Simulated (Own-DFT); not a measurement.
Simulation results for Hf32O63 (monoclinic hafnia with one vacancy, atoms displaced), Hf31O64 (monoclinic hafnia with one vacancy, atoms displaced)

All values are calculated (Own-DFT development build). A calculation, not a measurement: plane-wave PBE density functional theory by an unreviewed code, no spin, of a simulated periodic cell, stress positive in tension, free energy of the whole cell less one offset for each atom, defect cell not probed for a lower state with spin; hafnium file: forces about 75 meV/angstrom off all-electron values; oxygen file: force components 24 meV/angstrom off all-electron in one glass; forces on such cells passed a denser k mesh, this cell's mesh not checked; offsets are fitted by least squares, one for each functional and potential file, so energies compare only between cells with the same atoms and settings and are not formation energies; the far tail of each file's local potential was reset to the Coulomb form; each entry is a single point on an unrelaxed cell, so the pressure reflects the starting lattice, mostly measured values, from which strain is counted, and rises with the displacements; printed positions are rounded, which can move forces by about a meV/angstrom; the program is a retired in-house code; no spin-orbit coupling; before rounding, a Quantum ESPRESSO 7.3.1 run of the same cell and cutoff gave forces within 1 meV/angstrom rms on each cell, which checks the program and not the settings.

Common to all runs: functional PBE; potential files PseudoDojo norm-conserving, scalar-relativistic, standard set; wave cutoff 72 hartree; occupations Fermi-Dirac; smearing width 0.1 eV; k mesh 2 x 2 x 2 centred on Gamma.

(1) Hf32O63 (monoclinic hafnia with one vacancy, atoms displaced)

```
CELL_PARAMETERS angstrom
10.23400 0.00000 0.00000
0.00000 10.35000 0.00000
-1.69550 0.00000 10.44530
ATOMIC_POSITIONS crystal
Hf 0.14329 0.02790 0.10212
Hf 0.36393 0.26799 0.13575
Hf 0.36765 0.47610 0.39912
Hf 0.13915 0.23169 0.34752
O 0.03315 0.17371 0.17141
O 0.46505 0.41115 0.07133
O 0.46847 0.33271 0.32976
O 0.03801 0.08845 0.43001
O 0.23587 0.38216 0.24115
O 0.27712 0.12872 0.00958
O 0.27221 0.11516 0.25767
O 0.22394 0.36777 0.49427
Hf 0.13345 0.02029 0.60241
Hf 0.36200 0.26939 0.64840
Hf 0.35478 0.48288 0.89667
Hf 0.14165 0.23386 0.86135
O 0.04610 0.16253 0.67079
O 0.46387 0.42016 0.58347
O 0.45975 0.32766 0.82668
O 0.03127 0.08986 0.92098
O 0.23018 0.37735 0.73939
O 0.26829 0.13638 0.51057
O 0.27289 0.12113 0.75685
O 0.23650 0.36453 0.98871
Hf 0.13328 0.51145 0.11041
Hf 0.36924 0.76763 0.15521
Hf 0.35721 0.98240 0.39934
Hf 0.14015 0.73771 0.34818
O 0.03312 0.66509 0.17676
O 0.46333 0.91096 0.07739
O 0.45628 0.83287 0.32477
O 0.03343 0.58587 0.41850
O 0.22003 0.88753 0.24152
O 0.28288 0.63172 0.01788
O 0.27953 0.62572 0.26159
O 0.21915 0.87304 0.48291
Hf 0.12724 0.52841 0.59590
Hf 0.37061 0.77139 0.65100
Hf 0.36313 0.98322 0.90498
Hf 0.13738 0.73975 0.84943
O 0.02624 0.68086 0.67496
O 0.45639 0.91462 0.57687
O 0.46081 0.83176 0.82541
O 0.22044 0.87563 0.74321
O 0.27713 0.63773 0.51164
O 0.26784 0.62375 0.76983
O 0.22039 0.87755 0.00187
Hf 0.63677 0.02321 0.10200
Hf 0.85318 0.26790 0.14335
Hf 0.85793 0.48026 0.39533
Hf 0.63736 0.22905 0.36189
O 0.53386 0.17039 0.17421
O 0.95776 0.41562 0.07385
O 0.96470 0.33034 0.31963
O 0.53929 0.08929 0.41955
O 0.71624 0.37263 0.24171
O 0.77410 0.12389 0.01482
O 0.76627 0.12987 0.26009
O 0.72383 0.36874 0.48964
Hf 0.63644 0.01858 0.60926
Hf 0.86412 0.26842 0.64068
Hf 0.86015 0.47966 0.89986
Hf 0.63742 0.22631 0.85830
O 0.53879 0.16137 0.67065
O 0.96055 0.41252 0.57373
O 0.96160 0.33266 0.82252
O 0.53831 0.09657 0.92264
O 0.72782 0.38618 0.73921
O 0.77889 0.13215 0.51046
O 0.77137 0.12173 0.76054
O 0.72074 0.37370 0.98830
Hf 0.63205 0.51997 0.10600
Hf 0.86309 0.76629 0.14294
Hf 0.86579 0.98500 0.39322
Hf 0.63971 0.73023 0.36021
O 0.53497 0.66288 0.17001
O 0.95723 0.91996 0.07722
O 0.96371 0.83849 0.33164
O 0.53615 0.59072 0.42865
O 0.72319 0.87393 0.22788
O 0.77929 0.63230 0.01686
O 0.78407 0.62721 0.26786
O 0.72158 0.86656 0.48873
Hf 0.63204 0.52157 0.59419
Hf 0.85870 0.76771 0.65032
Hf 0.86302 0.97072 0.89451
Hf 0.63209 0.72201 0.85690
O 0.52564 0.67457 0.67437
O 0.96176 0.91271 0.57538
O 0.96429 0.82955 0.82391
O 0.53847 0.58420 0.92423
O 0.73035 0.88945 0.73509
O 0.77812 0.62574 0.51709
O 0.76902 0.62035 0.76435
O 0.72609 0.86892 0.99256
```

- free energy of cell above offsets: -90.550 eV
- pressure: 6.13 GPa
- stress xx: -6.22 GPa
- stress yy: -5.95 GPa
- stress zz: -6.23 GPa
- stress yz: 0.21 GPa
- stress xz: -0.89 GPa
- stress xy: -0.11 GPa

Force:
```csv
element,x (eV/Å),y (eV/Å),z (eV/Å)
Hf,-2.273,-1.554,0.57
Hf,0.723,0.446,2.642
Hf,-1.462,0.359,-0.212
Hf,-0.432,-0.045,1.25
O,0.375,-0.619,-0.565
O,0.642,0.649,0.396
O,-0.747,0.853,0.049
O,-0.909,0.061,-1.599
O,-0.605,-0.772,-0.344
O,0.278,-0.025,-0.164
O,0.436,1.346,-0.147
O,0.113,1.281,-0.882
Hf,0.922,-0.81,0.444
Hf,-0.565,-0.196,0.017
Hf,0.538,-0.125,-0.906
Hf,-1.016,-0.73,-3.071
O,-2.305,1.881,0.665
O,0.178,0.096,-0.717
O,0.554,0.588,0.627
O,0.256,-0.343,0.313
O,-1.07,0.86,0.052
O,1.165,-1.084,-0.57
O,0.812,-0.528,1.41
O,-1.538,0.721,0.535
Hf,0.23,2.445,-0.579
Hf,-2.16,0.177,-1.623
Hf,0.024,-0.037,-0.328
Hf,-0.087,-0.294,0.91
O,0.961,-1.006,-0.834
O,1.071,1.343,-0.575
O,1.475,0.152,1.603
O,-0.169,-0.338,0.546
O,0.037,-0.742,0.012
O,-1.019,-0.85,-0.616
O,-0.236,-0.756,0.613
O,0.2,0.613,0.655
Hf,1.033,-0.402,1.017
Hf,-4.142,0.723,-1.181
Hf,-0.234,-1.044,-1.721
Hf,0.703,-1.024,1.904
O,2.424,-2.709,-0.611
O,1.511,1.392,-0.258
O,0.384,1.123,1.632
O,0.224,0.757,0.157
O,-0.588,-1.128,0.018
O,0.289,-0.286,-1.207
O,0.456,-0.32,-1.504
Hf,0.278,-0.721,1.261
Hf,0.241,0.231,0.523
Hf,0.808,-0.701,-0.668
Hf,0.609,0.43,-1.123
O,-0.021,-0.84,-0.838
O,0.994,0.276,0.476
O,-0.669,1.244,0.788
O,-1.875,-2.254,0.968
O,0.575,1.697,-0.498
O,0.325,0.448,-0.43
O,1.046,-1.462,0.095
O,-0.343,0.964,0.264
Hf,0.63,0.651,-1.395
Hf,-0.346,-0.223,1.85
Hf,0.18,-0.348,-1.534
Hf,1.69,2.514,-1.99
O,-1.157,0.928,0.294
O,1.172,1.171,-0.3
O,0.721,0.271,0.789
O,-2.697,-3.106,1.15
O,-0.287,-0.605,-0.558
O,-0.137,-0.959,0.187
O,0.568,0.028,0.418
O,-0.031,-0.374,0.361
Hf,1.153,-0.787,0.051
Hf,-0.22,1.654,0.735
Hf,-0.34,-0.65,0.435
Hf,0.888,1.246,-1.261
O,0.358,0.156,1.021
O,1.311,0.253,0.1
O,0.397,-0.36,-0.571
O,-0.716,-0.324,-1.043
O,-0.619,0.793,1.232
O,-0.654,-1.382,-0.843
O,-1.082,-0.789,0.046
O,-0.13,0.463,-0.342
Hf,1.134,-0.787,3.57
Hf,-1.081,1.232,-1.403
Hf,-0.11,1.681,0.568
Hf,1.026,1.658,0.19
O,3.381,-2.589,-0.046
O,-0.184,0.494,-0.073
O,-0.633,0.729,1.184
O,-1.075,-1.003,0.136
O,-0.714,-1.513,0.987
O,-0.099,-0.204,-0.806
O,-0.027,0.79,-0.117
O,-0.696,-0.115,-1.659
```

(2) Hf31O64 (monoclinic hafnia with one vacancy, atoms displaced)

```
CELL_PARAMETERS angstrom
10.23400 0.00000 0.00000
0.00000 10.35000 0.00000
-1.69550 0.00000 10.44530
ATOMIC_POSITIONS crystal
Hf 0.13904 0.01734 0.10287
Hf 0.36400 0.27312 0.14724
Hf 0.36001 0.48011 0.39259
O 0.03336 0.16169 0.17328
O 0.46337 0.41311 0.07789
O 0.46890 0.33103 0.32769
O 0.03335 0.07467 0.42725
O 0.22430 0.37864 0.24102
O 0.27990 0.12657 0.01077
O 0.27462 0.11689 0.26235
O 0.22834 0.37325 0.48679
Hf 0.14057 0.01307 0.59999
Hf 0.36029 0.26970 0.64498
Hf 0.36331 0.47614 0.89879
Hf 0.13403 0.22744 0.84477
O 0.03817 0.16674 0.67207
O 0.46715 0.41890 0.57617
O 0.46556 0.33218 0.82332
O 0.04018 0.09057 0.92710
O 0.22875 0.38107 0.74097
O 0.26925 0.12879 0.50831
O 0.27619 0.12691 0.76118
O 0.22511 0.37028 0.98781
Hf 0.13435 0.52242 0.10678
Hf 0.35949 0.77442 0.14647
Hf 0.36272 0.97923 0.39361
Hf 0.14035 0.73086 0.35658
O 0.03509 0.66767 0.17658
O 0.46223 0.91369 0.07614
O 0.46511 0.83594 0.32543
O 0.03588 0.58900 0.42169
O 0.22662 0.87675 0.23674
O 0.27610 0.62609 0.01079
O 0.27932 0.61748 0.25912
O 0.22231 0.87380 0.48667
Hf 0.13206 0.52270 0.60705
Hf 0.36636 0.76813 0.64392
Hf 0.36816 0.97794 0.89235
Hf 0.14093 0.73059 0.85356
O 0.03776 0.66038 0.67487
O 0.46405 0.91976 0.57408
O 0.46449 0.83460 0.82811
O 0.03528 0.58357 0.92085
O 0.22471 0.87761 0.74074
O 0.27276 0.63013 0.51180
O 0.27543 0.61773 0.75587
O 0.22675 0.87935 0.98690
Hf 0.64396 0.01946 0.10579
Hf 0.86267 0.27100 0.14493
Hf 0.86088 0.48082 0.40230
Hf 0.63270 0.23014 0.35167
O 0.53406 0.16756 0.17103
O 0.96023 0.41561 0.07704
O 0.96327 0.33199 0.32570
O 0.53575 0.07931 0.41994
O 0.72519 0.37571 0.23712
O 0.78435 0.12658 0.00645
O 0.77535 0.12216 0.25912
O 0.72655 0.37215 0.48602
Hf 0.63949 0.01883 0.60260
Hf 0.86318 0.26729 0.64394
Hf 0.86115 0.47735 0.89547
Hf 0.63588 0.23088 0.85264
O 0.53581 0.16667 0.67421
O 0.96882 0.41692 0.57801
O 0.96083 0.33004 0.82679
O 0.53868 0.08375 0.92290
O 0.72771 0.37592 0.74391
O 0.77884 0.13457 0.51191
O 0.77964 0.12165 0.76331
O 0.72899 0.37021 0.98949
Hf 0.63190 0.51956 0.10504
Hf 0.85960 0.76960 0.14810
Hf 0.86154 0.97488 0.39584
Hf 0.64399 0.73363 0.35403
O 0.53873 0.66937 0.17201
O 0.96713 0.91431 0.07340
O 0.96355 0.83115 0.32416
O 0.53909 0.58101 0.42876
O 0.72469 0.87965 0.24362
O 0.77314 0.63178 0.01199
O 0.77189 0.61834 0.25809
O 0.72608 0.87071 0.48924
Hf 0.63975 0.52001 0.60130
Hf 0.86130 0.76989 0.64423
Hf 0.86351 0.98411 0.88979
Hf 0.63886 0.72843 0.85212
O 0.53755 0.66513 0.67656
O 0.96270 0.91857 0.58107
O 0.96087 0.83559 0.83025
O 0.54161 0.59110 0.92042
O 0.72152 0.88033 0.74349
O 0.77716 0.63093 0.51285
O 0.77553 0.62260 0.76140
O 0.72519 0.87155 0.98727
```

* free energy of cell above offsets: -79.319 eV
* pressure: 4.3 GPa
* stress xx: -4.59 GPa
* stress yy: -4.46 GPa
* stress zz: -3.85 GPa
* stress yz: -0.07 GPa
* stress xz: 0.04 GPa
* stress xy: -0.23 GPa

Force:
```csv
element,x (eV/Å),y (eV/Å),z (eV/Å)
Hf,0.402,1.593,1.013
Hf,-2.829,-1.522,0.436
Hf,-0.823,-1.647,0.436
O,-0.276,-0.501,-0.763
O,0.962,0.987,-0.456
O,-0.595,0.944,0.065
O,-0.667,-0.447,-0.267
O,0.849,1.058,-0.937
O,0.161,0.329,0.186
O,0.944,-0.23,-0.993
O,0.569,0.826,1.068
Hf,0.051,2.198,-0.487
Hf,-0.627,0.289,-1.58
Hf,-0.435,0.436,-1.002
Hf,0.927,0.881,1.769
O,-0.542,-0.374,-0.519
O,-0.136,-0.505,0.352
O,-0.031,0.625,0.769
O,-0.983,-0.775,-0.398
O,-0.409,-0.038,-0.204
O,1.176,-0.653,1.145
O,0.586,-1.03,-0.304
O,-0.116,0.14,-0.065
Hf,0.467,-1.191,0.017
Hf,0.673,-0.779,-0.547
Hf,-1.274,1.662,-0.394
Hf,0.134,-0.41,-0.564
O,0.011,-0.111,-0.357
O,1.244,0.669,0.114
O,0.709,-0.714,0.177
O,-0.831,-0.451,0.369
O,-0.466,-0.369,0.351
O,0.018,0.708,-0.079
O,-0.394,0.915,0.147
O,0.165,-0.603,0.226
Hf,2.622,-1.439,-1.04
Hf,-0.371,-0.073,0.411
Hf,-1.015,1.196,0.861
Hf,-0.171,-0.201,0.502
O,-1.797,2.034,0.367
O,0.029,-0.623,0.728
O,0.489,-0.675,-0.678
O,-0.05,0.066,0.142
O,0.165,-0.249,-0.47
O,0.526,0.311,-0.314
O,0.256,0.584,0.936
O,-0.409,-1.4,-0.267
Hf,-0.611,0.435,-0.854
Hf,0.766,-0.613,0.992
Hf,1.412,-0.838,-1.7
Hf,1.21,-0.551,0.164
O,0.647,-0.605,-0.146
O,1.069,0.757,-0.075
O,-1.031,0.827,0.186
O,0.597,0.29,0.225
O,-0.407,0.358,0.223
O,-0.836,0.142,0.708
O,-0.187,-0.719,0.061
O,-0.322,0.172,0.648
Hf,-0.329,0.892,0.37
Hf,0.092,0.491,0.268
Hf,0.003,0.324,0.131
Hf,0.763,-0.184,0.322
O,0.37,-0.527,-0.587
O,-1.098,-0.476,0.062
O,0.503,0.234,0.039
O,0.111,-0.119,0.274
O,-0.314,0.45,-1.071
O,-0.653,-1.161,-0.315
O,-0.232,0.268,-1.13
O,-1.037,-0.024,-0.129
Hf,1.389,0.605,-0.228
Hf,0.572,-0.059,-1.424
Hf,1.005,2.079,-0.141
Hf,-1.664,-1.242,-0.432
O,-0.59,0.059,0.206
O,-0.356,-0.333,0.366
O,-0.001,0.247,0.755
O,0.295,1.066,-1.127
O,-0.126,-0.2,-0.457
O,0.464,-0.462,0.133
O,0.323,0.196,0.802
O,-0.313,-0.011,0.479
Hf,-0.63,-0.497,0.903
Hf,0.099,0.175,1.396
Hf,-0.386,-0.451,1.483
Hf,0.862,0.898,0.91
O,-0.353,0.146,-0.861
O,-0.258,-0.743,0.099
O,1.285,-0.992,-0.78
O,-2.046,-2.167,0.79
O,0.357,0.145,-1.368
O,0.347,0.051,-0.361
O,0.469,-0.233,-0.359
O,-0.113,0.461,0.652
```

(3) Hf32O63 (monoclinic hafnia with one vacancy, atoms displaced)

```
CELL_PARAMETERS angstrom
10.23400 0.00000 0.00000
0.00000 10.35000 0.00000
-1.69550 0.00000 10.44530
ATOMIC_POSITIONS crystal
Hf 0.13538 0.02325 0.10461
Hf 0.35921 0.27067 0.13731
Hf 0.36950 0.47917 0.40352
Hf 0.14544 0.23057 0.36200
O 0.03603 0.16720 0.17326
O 0.46183 0.41622 0.07511
O 0.46492 0.33255 0.32461
O 0.03849 0.07970 0.43128
O 0.22424 0.37387 0.23807
O 0.28777 0.12549 0.01221
O 0.27077 0.11387 0.26503
O 0.22290 0.37204 0.49131
Hf 0.13998 0.02465 0.60471
Hf 0.35315 0.26529 0.64922
Hf 0.36183 0.48085 0.89100
Hf 0.13925 0.22498 0.85184
O 0.05280 0.17929 0.67764
O 0.45981 0.41227 0.57803
O 0.46379 0.33100 0.82087
O 0.22785 0.38060 0.73704
O 0.27346 0.13347 0.50406
O 0.27467 0.11810 0.75531
O 0.21751 0.37684 0.99189
Hf 0.14264 0.52462 0.10714
Hf 0.36126 0.76360 0.14378
Hf 0.35732 0.97022 0.39350
Hf 0.14645 0.72466 0.35435
O 0.04190 0.65931 0.18512
O 0.46419 0.91786 0.07517
O 0.46680 0.83569 0.32764
O 0.03378 0.59033 0.42261
O 0.22972 0.88132 0.24175
O 0.27601 0.62609 0.01243
O 0.26835 0.62382 0.25754
O 0.23255 0.87089 0.49351
Hf 0.13804 0.52085 0.60108
Hf 0.35968 0.76352 0.64657
Hf 0.35912 0.97360 0.89689
Hf 0.13836 0.73252 0.85337
O 0.03421 0.67580 0.67045
O 0.46194 0.91162 0.57366
O 0.46214 0.83234 0.82644
O 0.04247 0.58729 0.93028
O 0.22561 0.87740 0.73334
O 0.28537 0.63041 0.51331
O 0.27535 0.62000 0.76601
O 0.22176 0.86723 0.99278
Hf 0.64472 0.02151 0.10192
Hf 0.86255 0.27250 0.14169
Hf 0.86201 0.47816 0.39313
Hf 0.63815 0.23541 0.34677
O 0.53154 0.16505 0.17042
O 0.97729 0.41939 0.07329
O 0.96701 0.33721 0.32538
O 0.54281 0.08616 0.41746
O 0.72150 0.37229 0.23335
O 0.77223 0.12684 0.01087
O 0.78110 0.12682 0.26480
O 0.72200 0.36735 0.49201
Hf 0.64189 0.01815 0.61240
Hf 0.86225 0.27539 0.65186
Hf 0.86328 0.48181 0.89828
Hf 0.63674 0.22853 0.85800
O 0.55014 0.17115 0.66812
O 0.95999 0.42053 0.57321
O 0.96529 0.33141 0.82347
O 0.54352 0.08518 0.92553
O 0.72539 0.37828 0.74139
O 0.77373 0.13065 0.49956
O 0.77924 0.12017 0.75765
O 0.71937 0.37357 0.98993
Hf 0.63252 0.52170 0.10338
Hf 0.86584 0.77170 0.14636
Hf 0.86243 0.98062 0.39037
Hf 0.64727 0.72640 0.35990
O 0.54802 0.66309 0.17977
O 0.95559 0.92458 0.07361
O 0.97029 0.82814 0.33252
O 0.53499 0.58093 0.42112
O 0.71810 0.87343 0.23956
O 0.78483 0.62488 0.01527
O 0.76883 0.62101 0.26601
O 0.71731 0.87188 0.48612
Hf 0.64180 0.51709 0.60107
Hf 0.86208 0.76781 0.65338
Hf 0.86819 0.97832 0.88908
Hf 0.63583 0.72451 0.85560
O 0.53050 0.67288 0.67634
O 0.96212 0.91321 0.57291
O 0.96820 0.83751 0.83033
O 0.54037 0.58737 0.92150
O 0.71910 0.88392 0.74293
O 0.77440 0.63397 0.51216
O 0.77686 0.61396 0.76634
O 0.73638 0.86856 0.98627
```

- stress yy: ?

To be estimated
1. Hf32O63 (monoclinic hafnia with one vacancy, atoms displaced) (entry 3): stress yy?

Calculated values
1. -4.91 GPa

Further results for Hf32O63 (monoclinic hafnia with one vacancy, atoms displaced) (entry 3):

- free energy of cell above offsets: -90.993 eV
- pressure: 4.68 GPa
- stress xx: -3.82 GPa
- stress zz: -5.29 GPa
- stress yz: -0.66 GPa
- stress xz: -0.32 GPa
- stress xy: 0.77 GPa

Force:
```csv
element,x (eV/Å),y (eV/Å),z (eV/Å)
Hf,0.371,0.034,0.758
Hf,0.017,-0.129,2.093
Hf,-0.332,-1.228,-1.522
Hf,-0.718,-0.438,-2.12
O,-0.257,-0.096,-0.32
O,0.34,0.504,-0.579
O,-0.667,0.91,-0.023
O,-0.024,0.891,-1.118
O,0.118,0.398,0.502
O,-1.482,0.082,-0.811
O,0.083,1.022,-0.822
O,-0.357,0.514,0.37
Hf,-0.653,-1.795,-0.742
Hf,2.371,0.178,-1.132
Hf,-0.223,-0.937,0.855
Hf,-0.384,0.731,1.857
O,-1.704,-0.332,-1.314
O,0.981,0.7,0.226
O,-0.273,0.529,1.04
O,-0.456,0.304,0.345
O,0.339,-0.311,1.449
O,0.871,-0.057,1.062
O,1.124,-1.083,-1.448
Hf,0.055,-1.458,0.146
Hf,1.39,1.813,1.299
Hf,2.717,1.688,0.508
Hf,-1.17,1.692,0.913
O,-1.987,1.202,-1.298
O,0.01,-0.811,-0.094
O,0.323,-1.417,-0.729
O,0.037,-1.017,0.847
O,-0.831,-1.132,-1.063
O,1.149,0.386,-0.436
O,2.278,-0.796,0.64
O,-1.442,-0.492,-0.49
Hf,-0.71,0.307,-0.118
Hf,0.546,2.732,-0.279
Hf,1.019,0.267,0.188
Hf,0.257,-0.538,0.345
O,0.809,-1.277,0.241
O,0.754,0.448,0.951
O,0.323,0.034,0.821
O,-0.939,0.491,-1.431
O,-0.654,0,1.201
O,-1.086,-1.256,-0.593
O,-0.277,0.148,-0.725
O,0.12,0.096,-0.426
Hf,-1.569,-0.305,1.063
Hf,0.823,0.019,0.433
Hf,0.384,-0.136,-0.147
Hf,-0.982,-2.571,1.537
O,0.676,-0.203,-0.624
O,-2.204,-1.372,0.16
O,-0.163,0.061,0.051
O,-1.327,-0.722,0.342
O,0.447,1.403,0.004
O,1.33,0.832,-0.117
O,0.402,-0.585,-1.68
O,0.226,1.493,0.057
Hf,-0.802,0.736,-3.86
Hf,-0.443,-1.544,-1.86
Hf,0.711,-0.771,0.956
Hf,0.498,0.059,-1.189
O,-2.002,0.642,0.713
O,0.72,0.22,0.677
O,0.367,0.331,1.034
O,-1.73,-1.003,-0.684
O,0.067,0.384,-0.126
O,1.015,0.048,1.91
O,0.863,0.278,0.796
O,0.952,-0.17,-0.341
Hf,1.193,-0.789,0.54
Hf,0.036,-0.345,0.765
Hf,-0.716,-0.233,1.495
Hf,-1.757,1.898,-0.199
O,-2.608,0.981,-1.047
O,1.682,0.171,0.713
O,-0.535,0.641,-1.039
O,0.408,0.04,0.64
O,1.316,0.568,-0.661
O,-0.483,0.166,0.112
O,1.942,-0.991,-0.362
O,0.939,0.055,0.786
Hf,-1.205,-0.084,0.502
Hf,-0.197,1.492,-1.921
Hf,-1.469,1.128,0.943
Hf,0.779,2.204,-0.385
O,2.184,-2.103,-0.431
O,-0.039,0.232,1.087
O,0.231,-0.58,-0.412
O,-1.613,-1.564,0.569
O,1.01,-1.433,0.338
O,0.169,-0.994,0.768
O,-0.188,1.222,-0.985
O,-1.111,-0.306,0.05
```
